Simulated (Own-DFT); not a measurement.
Simulation results for SiC (2H silicon carbide, atoms displaced), GaP (zincblende, strained, atoms displaced)

A calculation, not a measurement: plane-wave PBE density functional theory by an unreviewed code, no spin, of a simulated periodic cell, stress positive in tension, free energy of the whole cell less one offset for each atom, forces on such cells passed a denser k mesh, this cell's mesh not checked; offsets are fitted by least squares, one for each functional and potential file, so energies compare only between cells with the same atoms and settings and are not formation energies; the far tail of each file's local potential was reset to the Coulomb form; each entry is a single point on an unrelaxed cell, so the pressure reflects the starting lattice, mostly measured values (interpolated for alloys), from which strain is counted, and rises with the displacements; printed positions are rounded, which can move forces by about a meV/angstrom; the program, named Own-DFT, is a retired in-house code; no spin-orbit coupling. Program: Own-DFT development build.

Settings shared by all entries: functional PBE; potential files PseudoDojo norm-conserving, scalar-relativistic, standard set; wave cutoff 42 hartree; occupations Fermi-Dirac; smearing width 0.1 eV; hardware one NVIDIA H100.

(1) SiC (2H silicon carbide, atoms displaced)

```xyz
32
Lattice="6.1654 0.0000 0.0000 -3.0827 5.3394 0.0000 0.0000 0.0000 10.0681" Properties=species:S:1:pos:R:3 SiC
Si    -2.9886     5.3160     0.0697
Si    -0.1640     1.7004     2.5986
C      2.9150     5.2333     1.7686
C     -0.0068     1.8547     4.4390
Si    -2.9359     5.2855     5.0096
Si     0.1118     1.7081     7.4933
C     -2.9903     5.2491     6.8883
C      0.0419     1.9144     9.4287
Si    -1.4824     2.6594     0.1051
Si    -1.5698     4.3840     2.5132
C     -1.4187     2.5850     1.7823
C     -1.5689     4.5688     4.4106
Si    -1.3212     2.7502     4.9948
Si    -1.4800     4.4533     7.6291
C      4.5029     2.5598     6.8057
C     -1.6703     4.5649     9.5268
Si    -0.0563     5.2896     0.0314
Si     3.0683     1.9021     2.5710
C      3.1504     0.0234     1.8822
C      3.1421     1.6740     4.4653
Si     2.9678     0.1403     5.0172
Si     3.0210     1.8203     7.4359
C     -0.0594     5.3058     7.1452
C      3.0070     1.6213     9.6876
Si     1.4605     2.6578     0.0336
Si     1.4400     4.3850     2.6280
C      1.4101     2.5135     1.8981
C      1.5571     4.4601     4.3625
Si     1.5781     2.4922     4.9866
Si     1.4832     4.4353     7.6041
C      1.6062     2.7481     7.1109
C      1.4422     4.3330     9.5721
```

| Item | Value |
| --- | --- |
| k mesh | 5 x 5 x 3 centred on Gamma |
| free energy of cell above offsets | 5.436 eV |
| pressure | 11.52 GPa |
| stress xx | -13.19 GPa |
| stress yy | -8.75 GPa |
| stress zz | -12.63 GPa |
| stress yz | 0.61 GPa |
| stress xz | 2.32 GPa |
| stress xy | 4 GPa |
| wall time | 114.3 s |

Force:
```tsv
element	x (eV/Å)	y (eV/Å)	z (eV/Å)
Si	-6.744	3.089	-1.681
Si	3.977	-1.737	-1.683
C	1.655	0.025	5.911
C	2.19	-3.664	-1.214
Si	-7.124	1.781	2.067
Si	-2.439	0.663	1.513
C	-1.004	1.062	0.669
C	-2.622	-3.484	-1.095
Si	-2.499	-0.454	-5.773
Si	0.837	2.077	-1.805
C	-3.374	2.409	6.265
C	3.657	-3.779	-2.334
Si	-5.667	0.867	2.513
Si	-3.259	-2.639	0.543
C	4.285	2.057	1.427
C	5.025	-5.025	-2.321
Si	0.986	-1.175	1.158
Si	-0.522	-3.165	-2.187
C	-2.417	-0.313	2.045
C	0.949	6.522	-2.561
Si	3.376	-6.759	2.609
Si	1.859	-2.311	4.401
C	1.694	1.8	-4.149
C	1.544	5.161	-3.392
Si	3.026	-1.336	1.236
Si	0.169	-0.646	-4.215
C	0.576	1.722	2.062
C	0.222	-0.587	3.918
Si	0.881	4.851	1.387
Si	1.719	1.718	1.698
C	-2.8	-1.817	-4.472
C	1.842	3.089	-2.54
```

(2) GaP (zincblende, strained, atoms displaced)

```xyz
64
Lattice="10.8620 0.0000 0.0000 0.0000 10.8620 0.0000 0.0000 0.0000 10.9439" Properties=species:S:1:pos:R:3 GaP
Ga     0.0468     0.0349     0.0084
Ga    10.8407     2.7204     2.7301
Ga     2.7190    10.8337     2.7680
Ga     2.7002     2.6358    10.9374
P      1.3474     1.3756     1.3502
P      1.4070     4.0602     4.1149
P      4.0639     1.3845     4.0863
P      4.0626     4.0951     1.4105
Ga    10.8456     0.0104     5.5175
Ga    10.8251     2.7052     8.2435
Ga     2.6911     0.0536     8.1981
Ga     2.7003     2.7502     5.4835
P      1.4081     1.3838     6.8620
P      1.3971     4.0881     9.5835
P      4.0864     1.3907     9.6149
P      4.0373     4.0848     6.7802
Ga     0.0621     5.4144    10.9288
Ga    10.8381     8.2108     2.7399
Ga     2.6965     5.4459     2.7615
Ga     2.7649     8.1432    10.8904
P      1.3778     6.8027     1.3950
P      1.3445     9.4932     4.1107
P      4.0491     6.7774     4.0930
P      4.0711     9.4750     1.3732
Ga    10.8579     5.4040     5.4593
Ga    10.8243     8.1169     8.2260
Ga     2.7466     5.4054     8.2396
Ga     2.6947     8.1281     5.4610
P      1.3941     6.7770     6.9269
P      1.3815     9.5323     9.5629
P      4.1032     6.7840     9.5739
P      4.0888     9.4770     6.8451
Ga     5.4472    10.8490     0.0281
Ga     5.3952     2.7200     2.7291
Ga     8.1207    10.8430     2.7322
Ga     8.1421     2.6727    10.9151
P      6.7999     1.3180     1.3801
P      6.8346     4.0591     4.0607
P      9.5271     1.3914     4.1075
P      9.5468     4.0582     1.3367
Ga     5.4180    10.8438     5.5143
Ga     5.4631     2.6732     8.2433
Ga     8.2042    10.8333     8.2184
Ga     8.1642     2.7239     5.5025
P      6.8031     1.3299     6.8313
P      6.8170     4.1311     9.5240
P      9.5218     1.3516     9.5758
P      9.5387     4.0217     6.8744
Ga     5.3679     5.4508    10.8887
Ga     5.4628     8.0951     2.7210
Ga     8.1670     5.4313     2.7438
Ga     8.1951     8.1353    10.9427
P      6.7878     6.7598     1.3439
P      6.7654     9.5217     4.0941
P      9.5358     6.7837     4.1052
P      9.4558     9.4617     1.4135
Ga     5.4490     5.3914     5.4614
Ga     5.4423     8.1255     8.1816
Ga     8.1695     5.4058     8.1965
Ga     8.1235     8.1834     5.4583
P      6.7630     6.7907     6.8746
P      6.7815     9.5268     9.6113
P      9.4714     6.8500     9.5925
P      9.5173     9.4799     6.8843
```

| Item | Value |
| --- | --- |
| k mesh | 3 x 3 x 3 centred on Gamma |
| free energy of cell above offsets | -35.141 eV |
| pressure | 3.12 GPa |
| stress xx | -3.3 GPa |
| stress yy | -3.29 GPa |
| stress zz | -2.77 GPa |
| stress yz | 0.26 GPa |
| stress xz | 0.26 GPa |
| stress xy | 0.14 GPa |
| wall time | 505.8 s |

Force:
```tsv
element	x (eV/Å)	y (eV/Å)	z (eV/Å)
Ga	-0.507	-0.665	0.116
Ga	0.468	0.188	0.063
Ga	-0.061	0.212	-0.373
Ga	0.214	1.094	0.348
P	0.147	-0.377	0.797
P	-0.835	0.09	-0.289
P	-0.012	-0.363	0.549
P	-0.215	-0.221	-0.755
Ga	0.275	0.051	-0.145
Ga	0.897	0.033	0.035
Ga	0.761	-0.474	0.24
Ga	0.219	-0.489	-0.233
P	-0.843	0.153	-0.255
P	-0.195	-0.597	-0.105
P	0.181	-0.696	-0.326
P	0.753	-0.292	0.928
Ga	-0.361	0.548	0.187
Ga	0.348	-0.731	0.023
Ga	0.098	-0.043	-0.178
Ga	-0.474	0.058	0.46
P	-0.201	0.29	-0.378
P	-0.09	0.323	0.34
P	0.493	0.063	0.277
P	0.161	0.127	0.065
Ga	0.441	0.144	0.424
Ga	0.667	0.262	0.104
Ga	0.153	0.079	-0.234
Ga	0.104	-0.051	0.282
P	-0.494	-0.06	-0.712
P	-0.278	-0.293	0.021
P	-0.352	0.271	-0.547
P	-0.549	0.246	0.095
Ga	-0.355	0.028	0.036
Ga	0.512	-0.04	-0.106
Ga	0.352	0.242	0.396
Ga	-0.135	0.481	0.21
P	-0.215	0.623	-0.091
P	-0.292	-0.116	0.481
P	-0.336	-0.554	0.085
P	-0.499	0.158	-0.032
Ga	-0.099	0.23	-0.469
Ga	-0.182	0.586	-0.571
Ga	-0.598	0.154	0.106
Ga	-0.195	-0.1	-0.264
P	0.163	0.025	0.284
P	-0.424	-0.744	0.731
P	-0.099	-0.267	0.164
P	-0.233	0.616	-0.368
Ga	0.693	-0.58	0.736
Ga	-0.276	0.191	0.073
Ga	0.197	0.02	-0.446
Ga	-0.992	0.28	0.322
P	0.203	-0.073	-0.121
P	-0.088	-0.163	0.114
P	-0.315	0.232	0.164
P	0.539	0.859	-0.641
Ga	0.005	0.331	-0.231
Ga	0.036	0.435	0.561
Ga	0.244	0.607	-0.197
Ga	0.097	-0.392	0.151
P	0.592	-0.337	-0.709
P	0.264	-0.405	-0.419
P	0.591	-1.253	-0.178
P	-0.066	0.044	-0.596
```
